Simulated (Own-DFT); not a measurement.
Simulation results for GaN (wurtzite, strained, atoms displaced)

A calculation, not a measurement: plane-wave PBE density functional theory by an unreviewed code, no spin, of a simulated periodic cell, stress positive in tension, free energy of the whole cell less one offset for each atom, forces on such cells passed a denser k mesh, this cell's mesh not checked; offsets are fitted by least squares, one for each functional and potential file, so energies compare only between cells with the same atoms and settings and are not formation energies; the far tail of each file's local potential was reset to the Coulomb form; each entry is a single point on an unrelaxed cell, so the pressure reflects the starting lattice, mostly measured values (interpolated for alloys), from which strain is counted, and rises with the displacements; printed positions are rounded, which can move forces by about a meV/angstrom; the program, named Own-DFT, is a retired in-house code; no spin-orbit coupling. Program: Own-DFT development build.

Common to all runs: functional PBE; potential files PseudoDojo norm-conserving, scalar-relativistic, standard set with the stringent files for Ga; wave cutoff 96 hartree; occupations Gaussian; smearing width 0.01 eV; k mesh 3 x 4 x 3 centred on Gamma.

(1) 
```xyz
96
Lattice="12.7560 0.0000 0.0000 -4.7835 8.2853 0.0000 0.0000 0.0000 10.5774" Properties=species:S:1:pos:R:3:force_x:R:1:force_y:R:1:force_z:R:1 formula=GaN free_energy_of_cell_above_offsets=-4.556 pressure=3.45 stress_xx=-5.91 stress_yy=-5.93 stress_zz=1.5 stress_yz=-0.68 stress_xz=0.34 stress_xy=-0.15
Ga     0.0157     1.8884     0.0448     -0.217     -1.396     -1.588
Ga     1.5491     0.9045     2.6522      0.813      1.399     -0.211
N     -0.0197     1.8908     1.9895      0.433     -0.729      0.252
N      1.5652     0.9738     4.6108      0.602     -1.129     -0.764
Ga     0.0427     1.8163     5.2140     -2.413      1.225      2.004
Ga     1.6980     0.8608     7.8913     -2.567      0.777      0.833
N     -0.0401     1.7483     7.2258      1.482      1.402      0.035
N      1.6026     0.8660     9.8821     -0.115      0.435      1.006
Ga    -1.6209     4.5104     0.0320     -0.353      1.016     -1.373
Ga    -0.0420     3.6831     2.5943      0.763      0.819      1.177
N     -1.6016     4.5694     1.9218     -0.064      0.857      0.968
N     -0.0613     3.7479     4.6961      2.295     -1.534     -2.016
Ga    -1.5802     4.5663     5.2407     -1.985      0.273      0.847
Ga    -0.0748     3.7868     7.9312      0.312     -2.366     -0.127
N     -1.6378     4.6220     7.2321      0.007      0.262     -0.067
N     -0.0401     3.6604     9.9248      0.529      0.703     -0.448
Ga    -3.1554     7.3243     0.0329     -0.182      0.497     -0.611
Ga    -1.6128     6.4606     2.6406      0.629     -0.625     -0.354
N     -3.1987     7.4086     2.0383      0.624     -0.497     -0.579
N     -1.5411     6.3825     4.5819     -1.012      1.352      0.181
Ga    -3.2390     7.4366     5.2217      0.862     -1.295      0.859
Ga    -1.5993     6.4181     7.9024     -0.298      0.253      0.321
N     -3.2206     7.3508     7.2565      1.042       -0.3     -0.916
N     -1.5467     6.4637     9.8897     -1.271      -1.25     -0.013
Ga     3.1766     1.8108     0.0318     -1.007      0.708     -0.035
Ga     4.7634     0.8432     2.6116       0.32      0.745      0.214
N      3.2437     1.8756     2.0790     -1.325     -1.759      -1.37
N      4.6548     0.9685     4.6206      2.187     -1.558     -0.732
Ga     3.1785     1.7571     5.3046     -1.436      1.717       1.16
Ga     4.7986     0.7797     7.9251     -0.617      2.867      0.855
N      3.1444     1.8565     7.2964      1.634     -0.236     -0.812
N      4.6887     0.8897     9.9829      1.905      0.603     -1.231
Ga     1.5568     4.5942    10.5725      0.384     -0.622     -0.272
Ga     3.2305     3.6201     2.6839     -0.658      1.508     -0.414
N      1.5701     4.5527     1.9205      0.311     -0.064      1.356
N      3.1585     3.6165     4.6580      -0.33     -0.118     -0.588
Ga     1.6223     4.6144     5.2084     -0.832      0.345      0.726
Ga     3.0862     3.7306     7.9234      0.929     -0.379     -0.229
N      1.5054     4.6084     7.2205      0.708      0.793          0
N      3.1531     3.6479     9.8700      0.281      0.314      0.694
Ga    -0.0601     7.3689    10.5692      1.137     -0.508     -0.671
Ga     1.5656     6.3981     2.5978      0.347     -0.059     -0.133
N      0.0082     7.3476     1.8645     -0.569     -0.173      2.189
N      1.6418     6.5179     4.5759     -0.931     -0.792      0.088
Ga    -0.0027     7.3889     5.2281      0.174     -0.503      0.463
Ga     1.6433     6.4728     7.9056     -0.825     -1.135      0.984
N      0.0062     7.3492     7.2814      0.047     -0.993     -1.104
N      1.5686     6.3960    10.0070      0.249      1.265     -1.717
Ga     6.3111     1.9146     0.0176      0.389     -1.622     -0.041
Ga     7.9236     0.9307     2.5852     -0.465       -0.9      1.151
N      6.3134     1.9117     1.9854      0.091     -3.192     -0.732
N      7.9365     0.9459     4.6346     -1.187     -0.247     -0.621
Ga     6.2483     1.8582     5.3304      1.639      0.005     -1.128
Ga     7.9596     0.8722     8.0071       0.89      1.503     -0.565
N      6.3805     1.8236     7.2347     -0.445     -0.117       1.51
N      8.0332     0.9555     9.9648     -2.308      -0.65     -0.134
Ga     4.8082     4.5885    10.5262     -2.816       1.09      0.977
Ga     6.4104     3.5961     2.5760     -0.258      2.943      0.867
N      4.7601     4.5871     1.9721      0.439      0.023     -0.066
N      6.3590     3.6842     4.5354      0.421      -0.56      0.878
Ga     4.7659     4.4878     5.1065     -0.142      2.066      1.865
Ga     6.3714     3.6557     7.9705      -0.84      0.577     -0.494
N      4.7468     4.6501     7.2763      0.417     -0.406      -0.23
N      6.3422     3.7449    10.0722      0.164      -1.83     -2.784
Ga     3.1565     7.3689     0.0631      0.077     -0.188     -1.352
Ga     4.7958     6.4317     2.6277      -0.12      0.284      0.067
N      3.1417     7.2967     1.9185      0.379      0.982      1.681
N      4.7808     6.4357     4.5927     -0.067     -0.159      0.754
Ga     3.1653     7.4064     5.3181      1.035      0.066     -1.023
Ga     4.7524     6.5492     7.9171      1.073     -1.582      0.446
N      3.1865     7.3817     7.2654     -0.346      0.133      0.025
N      4.7979     6.4692     9.9453     -1.292     -0.547     -0.954
Ga     9.5341     1.8178     0.1131       1.05      0.717     -1.622
Ga    11.1787     0.9898     2.6389     -1.284     -0.916      0.951
N      9.4697     1.8642     2.0126       1.29     -1.062      0.008
N     11.0370     0.9568     4.7583      3.534     -1.869     -2.346
Ga     9.5416     1.8179     5.2116     -1.784      0.904      2.123
Ga    11.1492     0.8954     7.8792      0.212      2.098      1.259
N      9.5683     1.7874     7.2788     -1.117      0.846     -0.309
N     11.1376     1.0709     9.8874      0.258     -1.767      0.723
Ga     7.8777     4.6150    10.4780       3.01      0.592      1.908
Ga     9.6329     3.6207     2.6038     -1.335      1.311      1.335
N      7.9966     4.5241     2.0194      0.131      1.442     -0.658
N      9.5716     3.6071     4.6327     -0.531      2.004     -0.444
Ga     7.8488     4.7255     5.3013      1.374     -3.024      -0.42
Ga     9.5371     3.7463     7.8783      0.994     -2.391      0.863
N      8.0036     4.6211     7.2764     -1.741     -0.279      -0.35
N      9.5442     3.6420     9.9189     -0.719      0.785     -0.317
Ga     6.3140     7.3320    10.5564      1.476      2.152      0.423
Ga     8.0408     6.4606     2.6383     -2.136     -1.143     -0.286
N      6.3295     7.4607     1.9737      0.898     -0.922      0.166
N      7.9287     6.4485     4.6587      0.866      1.225     -0.906
Ga     6.4076     7.3183     5.3924     -1.713      1.259     -1.107
Ga     7.9960     6.4159     7.8572      -0.38      1.006      1.838
N      6.4304     7.4273     7.3251     -0.674     -2.316     -0.413
N      7.9853     6.4778    10.0123     -0.401     -0.435     -1.352
```

Units: free_energy_of_cell_above_offsets in eV; pressure, stress_xx, stress_yy, stress_zz, stress_yz, stress_xz, stress_xy in GPa; force_x, force_y, force_z in eV/Å.

(2) 
```xyz
96
Lattice="12.7560 0.0000 0.0000 -4.7835 8.2853 0.0000 0.0000 0.0000 10.5774" Properties=species:S:1:pos:R:3:force_x:R:1:force_y:R:1:force_z:R:1 formula=GaN free_energy_of_cell_above_offsets=-6.165 pressure=2.94 stress_xx=-5.62 stress_yy=-4.98 stress_zz=1.79 stress_yz=0.07 stress_xz=-0.17 stress_xy=-0.63
Ga    -0.0492     1.8317    10.5387      0.024      0.054      0.553
Ga     1.5375     0.9610     2.7202      0.225     -0.486     -0.932
N     -0.0344     1.8422     1.9819      -0.16      0.013      0.447
N      1.5955     0.9823     4.6622     -1.386     -1.226      0.046
Ga    -0.0683     1.8217     5.2535      2.693      1.582      1.987
Ga     1.6815     0.9273     7.9519      -0.92      0.167      0.531
N      0.0457     1.7771     7.3587     -0.531      1.121     -1.176
N      1.5695     0.9093     9.9172      0.683      0.455      0.023
Ga    -1.5855     4.5907     0.0170      0.519      0.206      -0.02
Ga    -0.0549     3.6693     2.7552       0.14      0.149     -1.724
N     -1.5943     4.6738     1.9709     -0.049     -0.977      0.348
N      0.0007     3.7075     4.6627     -0.609     -0.467      0.323
Ga    -1.6034     4.6704     5.2522     -0.437      0.107      0.051
Ga     0.0635     3.7004     7.9426     -1.295     -0.302      0.105
N     -1.6289     4.7035     7.2033       0.57     -1.507      0.813
N      0.0625     3.7199     9.9621     -1.165      -0.64     -0.953
Ga    -3.1727     7.3915    10.5696      0.245     -0.185     -0.027
Ga    -1.5875     6.4736     2.6110     -0.176      0.316      0.421
N     -3.1830     7.3704     1.9258      0.041      0.586      0.875
N     -1.6255     6.4867     4.5817      0.059      0.324      0.431
Ga    -3.2466     7.3816     5.3904      0.958     -0.081     -1.281
Ga    -1.5849     6.4668     7.9576      1.033      0.335     -0.922
N     -3.1813     7.4071     7.3159      0.156     -0.368     -0.293
N     -1.5694     6.4390     9.8638      -0.78     -0.057      0.893
Ga     3.2192     1.8334    10.5688     -1.315      0.254      0.926
Ga     4.7154     0.9343     2.5619      1.252     -0.185       1.14
N      3.1496     1.8228     2.0966     -0.123      1.347      -1.42
N      4.7004     0.9020     4.7088      1.682       1.47     -1.677
Ga     3.1452     1.7791     5.3140      0.703      1.339     -0.145
Ga     4.8036     0.9683     7.9396      0.165     -1.376      0.155
N      3.2005     1.8388     7.2544      0.214      0.276      0.308
N      4.8203     0.9959    10.0389     -0.454     -1.002     -1.506
Ga     1.5673     4.6448     0.0001      0.891      0.127      0.934
Ga     3.2499     3.7457     2.6770     -0.926     -0.731     -0.098
N      1.5494     4.5944     2.0603      0.582     -0.457     -0.479
N      3.2436     3.6673     4.6307     -0.395      0.329      0.897
Ga     1.5822     4.6005     5.2561        0.8       0.22      0.085
Ga     3.2116     3.6832     7.8505     -0.809     -0.278      1.079
N      1.5456     4.6548     7.2237      1.216       -1.9      -0.16
N      3.1613     3.6370     9.8871      0.123      0.952      0.052
Ga    -0.0454     7.3915    10.5420      0.333      0.146      0.762
Ga     1.6826     6.3740     2.7107     -1.186      1.061     -0.653
N     -0.0228     7.4030     1.9916      0.968      -0.58      -0.22
N      1.6343     6.4793     4.6666     -0.341     -0.759     -0.746
Ga     0.0538     7.4261     5.1884     -1.005     -1.654      1.726
Ga     1.7847     6.3385     7.9182     -3.001       1.99      1.275
N      0.0735     7.3307     7.2584     -0.179      0.619      0.308
N      1.5448     6.5149    10.0017      1.579      -0.79     -1.088
Ga     6.4214     1.8168     0.0214      0.606      0.438     -0.387
Ga     7.9494     0.8940     2.6459      0.927      0.123      0.255
N      6.4715     1.8868     1.9551     -1.597     -0.663       0.71
N      7.9993     0.8638     4.6672      0.083      1.671     -1.004
Ga     6.4078     1.8188     5.2490     -0.676      0.528      0.724
Ga     7.9143     0.9138     7.9087      0.597     -0.608      0.377
N      6.3781     1.8711     7.3415     -0.143      0.109     -1.168
N      8.0240     0.8599     9.9292     -1.339      0.613     -0.752
Ga     4.7664     4.5646     0.0221      0.041     -0.097     -0.733
Ga     6.3411     3.6684     2.6309      0.262        0.9      0.372
N      4.7710     4.7133     1.9550      0.315     -2.156      0.214
N      6.3594     3.7556     4.6669     -0.207     -1.377     -0.645
Ga     4.8081     4.5879     5.4476     -0.528      0.923     -1.434
Ga     6.3995     3.7297     7.9394      0.097     -0.857       0.66
N      4.8006     4.6023     7.3772     -0.167      0.754     -0.303
N      6.4018     3.6404     9.8991     -0.116      0.719      0.493
Ga     3.2005     7.4174     0.1016     -0.703     -0.958     -0.798
Ga     4.8249     6.4454     2.6350      0.022      0.829        1.2
N      3.2187     7.3313     1.9833     -0.212      0.475      1.168
N      4.7868     6.5033     4.6925      0.432     -0.712     -0.707
Ga     3.1792     7.3932     5.2798      0.842     -0.966       0.35
Ga     4.7388     6.4967     8.0500      0.764     -0.327     -0.487
N      3.1917     7.2927     7.2088      0.927      1.277      0.932
N      4.7616     6.4606    10.0511     -0.438     -0.919     -1.476
Ga     9.4965     1.8448    10.5509      0.964     -1.618      1.088
Ga    11.1509     0.8544     2.7194      0.004      0.617     -2.449
N      9.5746     1.8406     1.9493     -0.124     -0.617      1.191
N     11.2552     0.9433     4.6251     -1.977     -0.715     -0.378
Ga     9.6626     1.8810     5.1862     -1.665      0.139      1.269
Ga    11.1615     0.9152     7.9488     -0.335     -0.097      0.511
N      9.5203     1.7491     7.2522      1.009      1.094     -0.494
N     11.0701     0.9400     9.9491      1.185     -1.088     -0.494
Ga     7.9932     4.6094    10.5528      0.108     -0.379     -0.117
Ga     9.5115     3.7153     2.5301       1.15     -0.604      1.002
N      7.9550     4.5522     1.9375     -0.752      1.313       0.33
N      9.5044     3.7446     4.6284      0.971     -0.622     -0.806
Ga     7.9266     4.6457     5.2563      0.547     -0.975      1.089
Ga     9.5963     3.6925     7.8867       0.43     -1.019      0.603
N      7.9977     4.5105     7.3087     -0.174      1.984     -0.695
N      9.6392     3.5716    10.0615     -0.821      2.988     -2.274
Ga     6.3832     7.2506    10.5405      0.402      2.095       0.83
Ga     8.0354     6.4663     2.6281     -0.407     -0.827     -0.025
N      6.4168     7.3062     1.9733     -0.026      0.612      0.303
N      7.9399     6.4170     4.6576      0.672      1.416     -0.563
Ga     6.4197     7.4276     5.2585     -1.121     -1.339      1.126
Ga     7.9953     6.4966     7.8970     -0.249     -1.141      0.843
N      6.3687     7.3246     7.3125     -0.018       0.44     -0.459
N      8.0157     6.4787     9.9443     -0.172     -0.915      -0.96
```

Units: free_energy_of_cell_above_offsets in eV; pressure, stress_xx, stress_yy, stress_zz, stress_yz, stress_xz, stress_xy in GPa; force_x, force_y, force_z in eV/Å.

(3) 
```xyz
96
Lattice="12.7560 0.0000 0.0000 -4.7835 8.2853 0.0000 0.0000 0.0000 10.5774" Properties=species:S:1:pos:R:3:force_x:R:1:force_y:R:1:force_z:R:1 formula=GaN free_energy_of_cell_above_offsets=-5.058 pressure=3.51 stress_xx=-5.95 stress_yy=-5.56 stress_zz=1 stress_yz=0.42 stress_xz=0.53 stress_xy=0.27
Ga    -0.0033     1.8241    10.4877     -0.458     -0.094       0.89
Ga     1.6406     0.8869     2.6351     -0.491       0.79       0.31
N     -0.0304     1.7977     2.0289      0.993      0.006     -0.972
N      1.6114     0.8691     4.6798      0.095      1.562     -1.533
Ga     0.0442     1.8510     5.3154     -0.452     -0.711      -0.46
Ga     1.5764     0.9185     7.9551      0.376     -0.719     -0.111
N      0.0258     1.7912     7.2211     -0.551     -0.131      1.173
N      1.5705     0.8912     9.9200      0.814      -0.15      0.202
Ga    -1.5816     4.5426    10.5540     -0.241      0.872      0.453
Ga     0.0633     3.5918     2.6826     -1.368      0.363      0.618
N     -1.6289     4.5742     2.0032      1.637       0.17     -0.841
N      0.0511     3.6202     4.6937     -0.165      1.251     -0.716
Ga    -1.6565     4.5941     5.3203      2.896      0.583      0.543
Ga     0.0180     3.6173     7.9133      0.386      0.275      0.038
N     -1.5274     4.4896     7.2322     -0.256      1.412      1.257
N      0.0248     3.7152     9.9102      0.148     -0.619     -0.204
Ga    -3.0526     7.2786     0.0668     -2.265      1.086     -0.794
Ga    -1.5915     6.3901     2.6366       0.26      0.444       1.03
N     -3.1757     7.3942     1.9874      0.545     -0.931     -0.027
N     -1.5986     6.3616     4.6607      0.288      1.671     -0.651
Ga    -3.1619     7.4479     5.3410       0.37     -2.475     -0.531
Ga    -1.6281     6.4959     7.9431       0.62     -1.526     -0.364
N     -3.1865     7.2570     7.2516      0.339      2.028      -0.06
N     -1.5404     6.5240     9.8699      0.343     -1.647      0.502
Ga     3.2178     1.8152     0.0288     -0.379      0.066     -1.663
Ga     4.8109     0.9058     2.5873     -0.145      0.106      0.755
N      3.2635     1.8574     1.9109     -0.828     -0.613       1.27
N      4.7543     0.9971     4.5541      0.474     -1.726      0.278
Ga     3.1894     1.8703     5.1850     -0.306      -0.97      1.668
Ga     4.8562     0.9853     7.8890      -3.74     -2.471      1.509
N      3.1554     1.7648     7.2542      0.694      0.883     -0.162
N      4.8364     0.8867     9.9679     -0.494      1.368     -0.921
Ga     1.6872     4.5072     0.0743     -1.512      1.539     -0.384
Ga     3.2347     3.6411     2.6243     -1.194      0.331      0.677
N      1.5350     4.5357     2.0082      1.563      0.879      0.097
N      3.2606     3.6364     4.6116     -0.939      1.542     -0.284
Ga     1.6228     4.6523     5.3209     -0.078     -1.709     -0.295
Ga     3.1410     3.7024     7.8770      2.428     -2.183      1.326
N      1.6994     4.5491     7.2735     -2.629       1.56     -0.379
N      3.1749     3.6848     9.9184      1.139     -0.694      -0.41
Ga     0.0342     7.4190    10.5746     -0.025      -1.25      0.456
Ga     1.5916     6.4721     2.6228     -0.698     -1.684      0.924
N      0.0292     7.3642     2.0064     -0.791      -0.18     -0.508
N      1.5458     6.4106     4.7040      1.562      0.775     -1.779
Ga     0.0745     7.3328     5.3560     -2.204      0.578     -2.027
Ga     1.6078     6.3897     8.0286     -0.085      0.701     -1.197
N     -0.0983     7.2663     7.1645      1.947      1.233      2.828
N      1.6027     6.5114     9.9550      0.176     -1.468       0.02
Ga     6.3837     1.7936     0.1474      0.215      0.426     -2.016
Ga     7.9219     0.8338     2.7277      0.986      1.407     -0.198
N      6.4079     1.8607     2.0143     -0.206     -0.735      0.683
N      7.9478     0.9903     4.7351     -0.137     -0.792     -1.318
Ga     6.2955     1.8117     5.3087      0.497      0.592     -0.078
Ga     7.8741     0.9130     7.9036      1.347       0.22      0.905
N      6.2706     1.8460     7.3049      2.807      0.509     -1.482
N      7.9398     0.8653    10.0109      0.196      2.204       -1.4
Ga     4.8443     4.5562    10.5746     -2.038      1.411      0.266
Ga     6.3633     3.6516     2.6271      0.831      0.531      1.016
N      4.7539     4.5578     2.0239      1.194      0.837     -0.956
N      6.3865     3.6228     4.6601     -0.231       0.82     -0.542
Ga     4.7848     4.6112     5.3041      0.496       -0.4     -0.037
Ga     6.3839     3.6337     7.8935      1.167       1.27      0.473
N      4.8340     4.5222     7.2883     -1.098      0.706     -0.526
N      6.2836     3.6707     9.8833      1.796     -1.342      0.076
Ga     3.1795     7.4250     0.0385      0.486     -1.681     -0.117
Ga     4.8665     6.4029     2.6493     -0.847      0.593      -0.18
N      3.1000     7.3502     1.9911      1.943     -0.173      0.435
N      4.8047     6.4272     4.6235     -0.644      0.208     -0.298
Ga     3.1528     7.4076     5.2723      0.639     -0.568     -0.063
Ga     4.8279     6.3518     7.9469     -0.335      1.132       0.02
N      3.2112     7.4356     7.1754     -0.394      -1.63      1.659
N      4.7648     6.4569     9.9403      0.384     -0.302      0.332
Ga     9.5560     1.9032     0.0219     -0.259     -1.583     -0.071
Ga    11.1331     0.9065     2.5952     -0.059      1.951      1.642
N      9.5542     1.8199     1.9778     -0.447      0.208       0.88
N     11.1618     0.9028     4.7125      0.273      0.349     -1.213
Ga     9.5975     1.8380     5.2641     -0.189      0.717      1.065
Ga    11.0801     0.8690     7.8317      0.474      0.155      0.603
N      9.5217     1.8477     7.3010      -0.42      0.228     -0.291
N     11.1024     0.8996     9.8597      0.422      1.283      0.062
Ga     7.8730     4.5757    10.5271      0.869      0.833      0.405
Ga     9.6142     3.7459     2.6933       -0.2     -1.835      0.679
N      8.0580     4.5036     2.0100     -2.194      1.752     -0.679
N      9.6406     3.7584     4.7507     -2.614     -2.176     -2.248
Ga     7.9499     4.6018     5.2204      0.519      0.443      1.007
Ga     9.6293     3.7300     7.9698     -0.873     -0.744     -0.674
N      8.0263     4.6592     7.2607     -0.668     -0.954      0.048
N      9.5092     3.6609     9.9423      0.491      1.125     -0.474
Ga     6.4184     7.4485     0.0068     -0.436     -1.087     -0.203
Ga     7.9846     6.4766     2.6428      0.468     -0.789     -0.526
N      6.4458     7.4753     2.0364     -0.894     -2.998     -1.258
N      8.0020     6.4930     4.5495      0.238     -0.669      0.861
Ga     6.4149     7.3374     5.1817     -0.282      0.205      1.521
Ga     8.0240     6.5114     7.9051     -1.289      -1.31      0.726
N      6.4021     7.3034     7.2899     -0.478      0.267     -1.063
N      7.9643     6.4943     9.8799      0.699     -0.735      0.994
```

Units: free_energy_of_cell_above_offsets in eV; pressure, stress_xx, stress_yy, stress_zz, stress_yz, stress_xz, stress_xy in GPa; force_x, force_y, force_z in eV/Å.
